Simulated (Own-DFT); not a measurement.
# Computed records: GaP (zincblende, strongly disordered by large displacements), InAs (zincblende, strongly disordered by large displacements)

A calculation, not a measurement: plane-wave PBE density functional theory by an unreviewed code, no spin, of a simulated periodic cell, stress positive in tension, free energy of the whole cell less one offset for each atom, forces on such cells passed a denser k mesh, this cell's mesh not checked; broken bonds can close the gap or carry spin, so checks made on this kind of crystal may not hold here; offsets are fitted by least squares, one for each functional and potential file, so energies compare only between cells with the same atoms and settings and are not formation energies; the far tail of each file's local potential was reset to the Coulomb form; each entry is a single point on an unrelaxed cell, so the pressure reflects the starting lattice, mostly measured values (interpolated for alloys), from which strain is counted, and rises with the displacements; printed positions are rounded, which can move forces by about a meV/angstrom; the program, named Own-DFT, is a retired in-house code; no spin-orbit coupling. Program: Own-DFT development build.

Settings shared by all entries: functional PBE; potential files PseudoDojo norm-conserving, scalar-relativistic, standard set; wave cutoff 42 hartree; occupations Fermi-Dirac; smearing width 0.1 eV; k mesh 3 x 3 x 3 centred on Gamma.

(1) GaP (zincblende, strongly disordered by large displacements)

```
cell vectors (Å)
  10.9010     0.0000     0.0000
   0.0000    10.9010     0.0000
   0.0000     0.0000    10.9010
atoms (fractions of the cell vectors)
Ga  0.03138  0.99293  0.00790
Ga  0.98815  0.25111  0.27200
Ga  0.28353  0.00166  0.27116
Ga  0.26466  0.24170  0.00366
P   0.12065  0.12624  0.09987
P   0.15168  0.36355  0.39164
P   0.35178  0.13246  0.37854
P   0.37819  0.36241  0.12191
Ga  0.99826  0.01821  0.49276
Ga  0.04127  0.25431  0.72672
Ga  0.26535  0.97528  0.74121
Ga  0.24498  0.23992  0.52830
P   0.12252  0.12664  0.62043
P   0.11631  0.37789  0.85936
P   0.34489  0.12173  0.88892
P   0.36839  0.40471  0.63980
Ga  0.97251  0.50758  0.01233
Ga  0.02707  0.76266  0.22155
Ga  0.21970  0.50286  0.26976
Ga  0.26927  0.74136  0.02053
P   0.15354  0.61135  0.13540
P   0.12636  0.85512  0.36649
P   0.34756  0.63102  0.36614
P   0.35876  0.86893  0.12112
Ga  0.99171  0.51545  0.49688
Ga  0.99151  0.72715  0.76559
Ga  0.23161  0.46893  0.74641
Ga  0.25606  0.72102  0.49928
P   0.13347  0.59967  0.63138
P   0.13248  0.88766  0.89222
P   0.37929  0.63772  0.88431
P   0.35636  0.87234  0.61890
Ga  0.50771  0.02543  0.00945
Ga  0.49917  0.20862  0.25013
Ga  0.76567  0.98537  0.22424
Ga  0.72742  0.26693  0.99525
P   0.61008  0.11515  0.13463
P   0.59872  0.37464  0.35470
P   0.86326  0.12585  0.40941
P   0.84343  0.38367  0.14046
Ga  0.51087  0.99735  0.49504
Ga  0.52107  0.24776  0.74227
Ga  0.76108  0.99038  0.75715
Ga  0.74370  0.27408  0.51693
P   0.60517  0.12146  0.62436
P   0.63274  0.37620  0.86209
P   0.87411  0.13653  0.87333
P   0.86899  0.35326  0.65435
Ga  0.48267  0.49473  0.98587
Ga  0.48201  0.75998  0.21952
Ga  0.74559  0.47219  0.26767
Ga  0.73219  0.74175  0.98855
P   0.64933  0.62617  0.11186
P   0.65407  0.89030  0.36986
P   0.86690  0.62273  0.37035
P   0.87198  0.89596  0.10526
Ga  0.49433  0.51015  0.50334
Ga  0.51046  0.76093  0.75151
Ga  0.77316  0.51097  0.75018
Ga  0.75121  0.74233  0.48512
P   0.61115  0.58717  0.62425
P   0.63963  0.87586  0.86839
P   0.86834  0.63926  0.88991
P   0.86554  0.87951  0.64089
```

| Quantity | Value |
| --- | --- |
| hardware | one NVIDIA H100 |
| free energy of cell above offsets | -4.446 eV |
| pressure | 9.98 GPa |
| stress xx | -8.61 GPa |
| stress yy | -9.72 GPa |
| stress zz | -11.61 GPa |
| stress yz | -4.11 GPa |
| stress xz | 2.43 GPa |
| stress xy | 0.69 GPa |
| wall time | 569.6 s |

Force:
```
element  x (eV/Å)  y (eV/Å)  z (eV/Å)
     Ga     -4.97     0.606    -0.665
     Ga     0.668    -0.362    -0.711
     Ga    -4.257    -4.159    -3.552
     Ga    -3.194     3.212     1.713
      P     1.602     3.409     5.212
      P    -3.576    -0.089    -0.189
      P     3.437      2.35     3.198
      P     0.259     0.959     1.311
     Ga     1.418    -3.639     0.996
     Ga    -4.171     1.123     2.601
     Ga    -3.277     3.624     3.991
     Ga     2.976     2.641     -0.82
      P     1.212    -5.529     -0.05
      P     -1.77    -1.041     5.691
      P     4.623    -3.054    -4.318
      P     3.741    -4.363    -2.677
     Ga     1.704    -0.891     0.497
     Ga    -2.351    -0.739    -0.536
     Ga     2.854    -2.984     1.446
     Ga     -2.84    -1.577    -3.138
      P    -4.234     1.743    -4.194
      P     0.906     2.632      2.35
      P     5.239    -1.754    -2.418
      P     1.927     5.916      0.93
     Ga     0.385     -1.93     0.675
     Ga     2.588     2.685    -1.967
     Ga      0.73     3.752      1.37
     Ga    -3.175     2.873     3.119
      P      -1.9     2.722    -0.466
      P     1.935     -4.79    -3.548
      P    -0.446    -0.324    -2.037
      P     4.197     -2.93    -3.337
     Ga    -3.549    -3.624    -4.182
     Ga    -2.896     4.016     2.287
     Ga     -2.46     3.572     3.943
     Ga     1.793     -2.14     1.177
      P      6.26     0.309    -0.154
      P    -0.944    -1.247     2.658
      P    -1.979     1.839    -3.405
      P     4.187    -3.389    -3.591
     Ga    -1.426    -0.443    -0.787
     Ga    -3.207     1.598     1.713
     Ga    -0.727     3.583     0.878
     Ga     -1.64    -1.102    -1.225
      P     2.885    -0.963    -0.728
      P    -1.516      2.05    -0.262
      P     0.452    -0.233     0.302
      P     1.321     1.745    -1.062
     Ga     1.791    -0.598     0.746
     Ga     3.477    -2.347     2.362
     Ga    -1.542     4.684     2.062
     Ga     0.919     3.116     0.041
      P    -3.727    -2.543     3.296
      P    -2.511    -1.264    -0.073
      P      1.15    -0.294    -1.624
      P     3.439    -4.145    -2.929
     Ga    -3.363     -1.96    -4.203
     Ga     -1.03    -1.187    -0.664
     Ga     -1.06    -0.678      0.15
     Ga    -0.703      0.61     2.215
      P     3.831     4.615     2.965
      P    -2.413     1.091     1.046
      P     0.186    -1.975    -0.377
      P     2.763    -2.788    -3.053
```

(2) GaP (zincblende, strongly disordered by large displacements)

```
cell vectors (Å)
  10.9010     0.0000     0.0000
   0.0000    10.9010     0.0000
   0.0000     0.0000    10.9010
atoms (fractions of the cell vectors)
Ga  0.99838  0.99362  0.96931
Ga  0.98741  0.24691  0.24001
Ga  0.23431  0.02196  0.23111
Ga  0.26739  0.27436  0.00927
P   0.09640  0.12317  0.16244
P   0.10486  0.35353  0.34776
P   0.38233  0.13501  0.36687
P   0.36445  0.39395  0.17547
Ga  0.98236  0.98598  0.49134
Ga  0.02181  0.26611  0.73896
Ga  0.24368  0.98289  0.75732
Ga  0.24703  0.24439  0.49763
P   0.08283  0.11587  0.60787
P   0.11698  0.37017  0.88248
P   0.35263  0.08540  0.88463
P   0.38319  0.37206  0.62037
Ga  0.01997  0.51590  0.00383
Ga  0.99944  0.73039  0.26374
Ga  0.22125  0.50201  0.25140
Ga  0.24343  0.74971  0.96887
P   0.12517  0.64917  0.16129
P   0.12586  0.91218  0.40225
P   0.35962  0.62790  0.37157
P   0.37140  0.87536  0.10984
Ga  0.00861  0.48932  0.47195
Ga  0.98043  0.75997  0.75406
Ga  0.24096  0.49408  0.73660
Ga  0.25775  0.71878  0.51588
P   0.15623  0.60256  0.61400
P   0.11937  0.85237  0.86210
P   0.36528  0.58131  0.85879
P   0.37438  0.91856  0.62222
Ga  0.50191  0.98406  0.02458
Ga  0.49440  0.24530  0.27065
Ga  0.76706  0.98404  0.29070
Ga  0.76347  0.24798  0.99743
P   0.61898  0.12102  0.13532
P   0.62580  0.37669  0.39225
P   0.86651  0.12428  0.35717
P   0.88021  0.39231  0.15133
Ga  0.49140  0.01532  0.46211
Ga  0.51079  0.25855  0.76048
Ga  0.76920  0.97608  0.75542
Ga  0.73370  0.26367  0.49005
P   0.59695  0.07922  0.59906
P   0.63785  0.39115  0.89718
P   0.86143  0.13159  0.89332
P   0.90216  0.38807  0.61338
Ga  0.46798  0.53862  0.00802
Ga  0.51298  0.76004  0.26417
Ga  0.73476  0.49868  0.25474
Ga  0.75045  0.74850  0.98718
P   0.59680  0.62310  0.15022
P   0.61492  0.89458  0.36856
P   0.87243  0.61870  0.33703
P   0.87051  0.90660  0.12328
Ga  0.49974  0.48206  0.51120
Ga  0.49734  0.78590  0.73593
Ga  0.74238  0.51256  0.74629
Ga  0.79906  0.72973  0.51796
P   0.64914  0.66035  0.61409
P   0.65113  0.88241  0.87164
P   0.85857  0.63223  0.86576
P   0.85223  0.86117  0.63576
```

| Quantity | Value |
| --- | --- |
| hardware | one NVIDIA H100 |
| free energy of cell above offsets | 1.957 eV |
| pressure | 10.91 GPa |
| stress xx | -12.39 GPa |
| stress yy | -10.24 GPa |
| stress zz | -10.11 GPa |
| stress yz | -0.35 GPa |
| stress xz | 1.24 GPa |
| stress xy | 0.9 GPa |
| wall time | 555.1 s |

Force:
```
element  x (eV/Å)  y (eV/Å)  z (eV/Å)
     Ga     0.221     0.647     2.373
     Ga    -3.879     1.035     0.997
     Ga      3.73    -2.866     2.217
     Ga    -0.192    -1.609     0.565
      P     0.729    -1.271    -7.091
      P      3.17     1.613     3.346
      P     -6.32    -1.023     0.358
      P     2.139    -1.354    -3.726
     Ga    -4.504     1.528     1.408
     Ga    -1.946    -1.327    -0.111
     Ga    -2.437     1.119    -1.542
     Ga    -0.869    -0.209     -0.23
      P     3.341      1.07     2.012
      P     1.717     0.929     0.494
      P     2.118     3.804     1.887
      P    -2.106    -1.957     1.985
     Ga    -1.647     0.644       0.7
     Ga     -0.75     7.697     0.607
     Ga    -0.175      0.09     1.798
     Ga     2.447    -2.159     2.956
      P     3.513    -1.431    -6.616
      P     4.034    -4.723    -2.892
      P     2.125     -0.88    -0.368
      P    -2.683    -2.539     2.361
     Ga      0.14     0.934     0.006
     Ga      0.63    -2.276    -0.787
     Ga     0.686    -4.552     1.969
     Ga       2.2     5.924    -1.756
      P    -7.245     0.403    -0.228
      P    -1.203     2.217    -0.444
      P     -0.45     4.913    -1.344
      P     0.334    -2.998    -1.553
     Ga     2.442      2.44    -2.682
     Ga     3.461     2.862    -3.341
     Ga    -1.442    -1.248    -4.067
     Ga    -3.202     3.043     4.219
      P     0.681     1.091     0.084
      P    -2.334     2.254    -3.578
      P     1.109     3.522     3.918
      P    -0.649    -0.062    -3.294
     Ga    -1.632     -2.68    -0.284
     Ga    -0.191    -1.554    -0.108
     Ga    -1.471     5.621     0.677
     Ga     3.799    -4.618     3.374
      P     4.881     4.496     5.543
      P    -1.215    -0.142    -0.893
      P     3.482    -2.668    -5.227
      P    -3.056    -0.227     0.999
     Ga     2.506    -2.871     3.826
     Ga    -2.946     0.176    -0.139
     Ga    -1.568    -0.909    -0.571
     Ga    -0.293     0.726     3.296
      P      2.19    -0.259    -2.703
      P      0.59    -2.772     1.342
      P    -1.804    -1.186     5.129
      P     0.354    -3.064    -0.404
     Ga     0.767     3.977    -1.204
     Ga     1.034    -0.466     0.222
     Ga     0.065    -1.084    -1.052
     Ga     -0.31    -2.457    -5.599
      P    -4.539    -3.107     1.582
      P    -4.917    -1.125     2.276
      P     2.733    -1.502     1.127
      P     4.603     2.399    -1.818
```

(3) InAs (zincblende, strongly disordered by large displacements)

```
cell vectors (Å)
  12.1166     0.0000     0.0000
   0.0000    12.1166     0.0000
   0.0000     0.0000    12.1166
atoms (fractions of the cell vectors)
In  0.03881  0.97451  0.98988
In  0.95853  0.30105  0.28015
In  0.21041  0.97319  0.26595
In  0.22609  0.21659  0.99509
As  0.10515  0.11492  0.08812
As  0.10248  0.37842  0.38871
As  0.39925  0.08309  0.32452
As  0.33473  0.38723  0.08926
In  0.01671  0.97210  0.56467
In  0.04028  0.25297  0.72614
In  0.22758  0.99303  0.74059
In  0.28686  0.24211  0.51981
As  0.11384  0.13202  0.60629
As  0.14937  0.40563  0.87282
As  0.32607  0.08917  0.86493
As  0.43496  0.40509  0.63099
In  0.96789  0.51431  0.99133
In  0.98890  0.77594  0.28641
In  0.28557  0.48743  0.25387
In  0.20989  0.76016  0.00372
As  0.11729  0.57484  0.08308
As  0.09381  0.91807  0.40487
As  0.38400  0.61303  0.35150
As  0.38539  0.89675  0.13988
In  0.02762  0.52083  0.52213
In  0.02862  0.71145  0.72169
In  0.21668  0.53027  0.75308
In  0.25830  0.77966  0.46540
As  0.13217  0.66392  0.57959
As  0.07751  0.86365  0.84631
As  0.38819  0.60680  0.85617
As  0.37825  0.87662  0.61133
In  0.51540  0.03056  0.96865
In  0.48939  0.25761  0.23650
In  0.72657  0.99018  0.25471
In  0.72727  0.29162  0.02916
As  0.61692  0.10304  0.10288
As  0.64271  0.31234  0.34681
As  0.94116  0.14996  0.39229
As  0.86191  0.38794  0.11281
In  0.49616  0.02281  0.49985
In  0.49272  0.20904  0.74771
In  0.76288  0.02928  0.75776
In  0.73148  0.26819  0.51927
As  0.62365  0.14771  0.63152
As  0.62352  0.35245  0.85289
As  0.84406  0.12612  0.89778
As  0.87462  0.39073  0.58261
In  0.54038  0.49601  0.99262
In  0.47976  0.76584  0.23589
In  0.76146  0.46190  0.27139
In  0.79822  0.77302  0.96677
As  0.60647  0.60492  0.12743
As  0.61050  0.84948  0.33745
As  0.86453  0.64758  0.43130
As  0.90541  0.90986  0.10973
In  0.50704  0.52199  0.49769
In  0.41820  0.74378  0.73477
In  0.73781  0.48612  0.77769
In  0.74881  0.73809  0.54453
As  0.62439  0.65114  0.64932
As  0.61271  0.95489  0.83005
As  0.91298  0.62374  0.83457
As  0.85163  0.88482  0.58450
```

| Property | Result |
| --- | --- |
| hardware | one NVIDIA H200 |
| free energy of cell above offsets | 21.175 eV |
| pressure | 12.49 GPa |
| stress xx | -11.81 GPa |
| stress yy | -11.77 GPa |
| stress zz | -13.89 GPa |
| stress yz | -1.2 GPa |
| stress xz | 1.58 GPa |
| stress xy | -5.66 GPa |
| wall time | 1351 s |

Force:
```
element  x (eV/Å)  y (eV/Å)  z (eV/Å)
     In    -1.114     0.933    -1.516
     In     -0.54     0.747    -3.022
     In     2.678     2.146    -3.553
     In     3.039     3.771    -1.905
     As    -1.493      1.08     6.331
     As     3.812     0.846       0.5
     As      -1.2     0.426     0.347
     As     1.932    -1.434    -1.251
     In    -1.064     0.702     2.724
     In    -3.119      3.82     3.845
     In    -2.252    -2.679     -3.22
     In     0.575     0.605    -1.009
     As     3.491    -0.667    -1.904
     As    -2.768    -4.047     2.507
     As     4.113     2.915     2.468
     As    -2.699    -2.537      2.45
     In    -1.712    -1.811     -1.53
     In    -1.046    -0.906    -1.055
     In    -4.052    -2.406    -0.628
     In     1.112     -0.46     0.161
     As     4.352     2.383     3.534
     As      0.52    -2.524    -2.163
     As     1.318     3.492      2.44
     As    -3.443     2.523    -2.921
     In    -2.714    -2.872    -2.264
     In    -0.937     3.584     0.403
     In     2.521     2.391    -3.346
     In     0.931    -0.103    -1.332
     As     5.097     0.421    -1.204
     As     2.275    -1.389    -2.962
     As    -1.092    -1.975     3.187
     As    -1.179     3.561    -2.253
     In    -5.083    -0.804    -0.178
     In    -1.966    -0.465     -2.21
     In     1.974     1.337    -0.528
     In    -2.991    -4.201    -2.221
     As     2.675      3.85     4.111
     As     0.238     1.053     0.244
     As    -1.835    -3.318     1.828
     As     3.529     1.245     0.801
     In     0.946    -0.504    -0.258
     In    -4.216     1.712     2.795
     In     3.446    -0.044    -5.087
     In     1.237    -0.195     -0.72
     As     2.379    -3.454    -2.405
     As    -1.975    -1.758     1.803
     As     3.163     2.301     2.511
     As     0.509     0.497      2.93
     In    -2.568    -2.309    -2.799
     In    -0.642    -4.902    -1.187
     In    -1.157     3.289      1.22
     In    -0.867     0.176     0.241
     As     2.608     2.833     3.189
     As     3.009     1.083      4.88
     As     3.189    -3.284    -4.836
     As    -3.425    -2.112     3.252
     In     2.118     1.345    -1.615
     In     2.846    -0.006     0.414
     In     2.698     2.701    -3.096
     In    -2.792      0.63     -1.47
     As    -3.852    -2.721     2.713
     As    -2.781    -6.031    -1.075
     As    -5.324    -1.767     1.951
     As    -0.431     3.287     2.947
```

(4) GaP (zincblende, strongly disordered by large displacements)

```
cell vectors (Å)
  10.9010     0.0000     0.0000
   0.0000    10.9010     0.0000
   0.0000     0.0000    10.9010
atoms (fractions of the cell vectors)
Ga  0.01361  0.01613  0.96731
Ga  0.01374  0.24144  0.26709
Ga  0.25242  0.95894  0.24212
Ga  0.21082  0.25011  0.99428
P   0.10969  0.12111  0.09401
P   0.12152  0.36347  0.36745
P   0.35593  0.12747  0.36494
P   0.39313  0.38930  0.14123
Ga  0.01436  0.00363  0.52601
Ga  0.96439  0.23353  0.75867
Ga  0.20930  0.01841  0.77786
Ga  0.27991  0.26206  0.46848
P   0.12335  0.12259  0.65133
P   0.13958  0.36919  0.87032
P   0.35337  0.12688  0.86281
P   0.38171  0.34092  0.62301
Ga  0.99633  0.50512  0.04445
Ga  0.99904  0.75266  0.22547
Ga  0.24846  0.50323  0.26538
Ga  0.27536  0.73509  0.98590
P   0.12893  0.64288  0.14802
P   0.12843  0.86796  0.38870
P   0.37984  0.61833  0.40203
P   0.38110  0.89949  0.12437
Ga  0.98743  0.51530  0.50005
Ga  0.99137  0.74653  0.73832
Ga  0.23004  0.48544  0.75811
Ga  0.24425  0.74101  0.49452
P   0.08513  0.62209  0.63266
P   0.10675  0.88628  0.85932
P   0.39473  0.60830  0.85775
P   0.39802  0.87202  0.60259
Ga  0.49394  0.98724  0.99213
Ga  0.52148  0.24353  0.25712
Ga  0.74602  0.00736  0.25119
Ga  0.77106  0.23262  0.01470
P   0.61177  0.11085  0.12240
P   0.61998  0.36202  0.38196
P   0.88742  0.13313  0.39068
P   0.86573  0.35744  0.11831
Ga  0.50811  0.02303  0.52164
Ga  0.51737  0.26728  0.76495
Ga  0.71605  0.00243  0.74445
Ga  0.71330  0.23968  0.49348
P   0.62259  0.13087  0.65246
P   0.64623  0.39237  0.83439
P   0.87476  0.11695  0.88896
P   0.85709  0.35774  0.64922
Ga  0.52844  0.47500  0.98791
Ga  0.49560  0.73239  0.26168
Ga  0.73228  0.49719  0.23546
Ga  0.71957  0.74231  0.97835
P   0.64102  0.62223  0.13224
P   0.62042  0.85555  0.35833
P   0.88160  0.61780  0.34442
P   0.89169  0.86706  0.12544
Ga  0.48866  0.47652  0.50071
Ga  0.54731  0.72479  0.76791
Ga  0.76886  0.51325  0.76853
Ga  0.76474  0.72312  0.50611
P   0.60050  0.65146  0.60313
P   0.61980  0.90598  0.87113
P   0.85277  0.63446  0.90594
P   0.89183  0.86321  0.59533
```

| Quantity | Value |
| --- | --- |
| hardware | one NVIDIA H100 |
| free energy of cell above offsets | -1.515 eV |
| pressure | 10.41 GPa |
| stress xx | -9.41 GPa |
| stress yy | -11.64 GPa |
| stress zz | -10.19 GPa |
| stress yz | 0.97 GPa |
| stress xz | 0.62 GPa |
| stress xy | 0.66 GPa |
| wall time | 554.5 s |

Force:
```
element  x (eV/Å)  y (eV/Å)  z (eV/Å)
     Ga    -1.273    -3.162     2.448
     Ga    -1.979     -1.79    -3.271
     Ga    -3.396     3.274     2.933
     Ga     5.056    -0.535     1.563
      P     0.881    -0.229     5.737
      P     1.549     3.084      2.55
      P     3.247    -3.603    -2.194
      P    -0.499    -1.081    -0.988
     Ga     0.509     0.911    -1.829
     Ga     3.078     0.632    -0.584
     Ga     4.386    -0.945    -0.787
     Ga    -2.988     1.398     1.956
      P    -1.849     3.952    -3.781
      P    -5.736     0.485     0.684
      P     2.724     1.031     2.182
      P    -0.761     2.387     0.942
     Ga     0.493     0.116    -1.734
     Ga    -0.331     0.941     4.619
     Ga     0.835     0.008    -0.387
     Ga    -0.967     1.123      0.63
      P     3.745    -3.075    -2.952
      P    -1.368     0.596    -1.638
      P    -1.076    -0.505    -1.919
      P     1.684      -5.4    -1.645
     Ga    -1.325    -2.961    -1.473
     Ga    -2.297     2.462     3.214
     Ga     2.757     2.914    -3.557
     Ga     0.614     0.503     2.202
      P     5.381    -1.819    -0.641
      P     0.436    -6.313     1.141
      P    -0.621    -0.226     0.727
      P    -1.412    -1.158     1.819
     Ga    -1.722     3.515    -0.348
     Ga    -3.082    -0.654    -1.371
     Ga     1.184    -1.616     0.313
     Ga     -3.62    -1.584    -1.482
      P     1.421     1.203    -0.568
      P     0.055     3.597    -1.513
      P    -1.726    -1.182     0.301
      P     1.906     2.711     3.678
     Ga    -1.422    -1.227      -2.5
     Ga    -3.005    -2.111    -0.209
     Ga     6.732    -1.333    -0.465
     Ga     3.964    -1.626      2.54
      P    -1.524     2.909    -3.333
      P    -1.697    -2.562      4.57
      P    -3.949    -0.537    -2.229
      P    -0.483     2.247    -3.056
     Ga    -1.173     0.902     1.248
     Ga    -0.562     0.005    -1.376
     Ga     3.194    -3.395     2.731
     Ga    -1.371     3.684     2.688
      P     -4.24     2.525    -2.727
      P     2.045     2.335       2.1
      P     -0.95    -0.541     1.458
      P    -3.517     3.822     -3.18
     Ga     0.573     0.221     1.246
     Ga    -2.284       2.5      1.94
     Ga     2.232     2.306    -3.385
     Ga    -0.034     0.847    -2.301
      P     1.546    -2.914    -2.164
      P    -0.382    -5.155     1.506
      P     5.208    -1.693    -2.089
      P    -2.818    -0.215     2.008
```
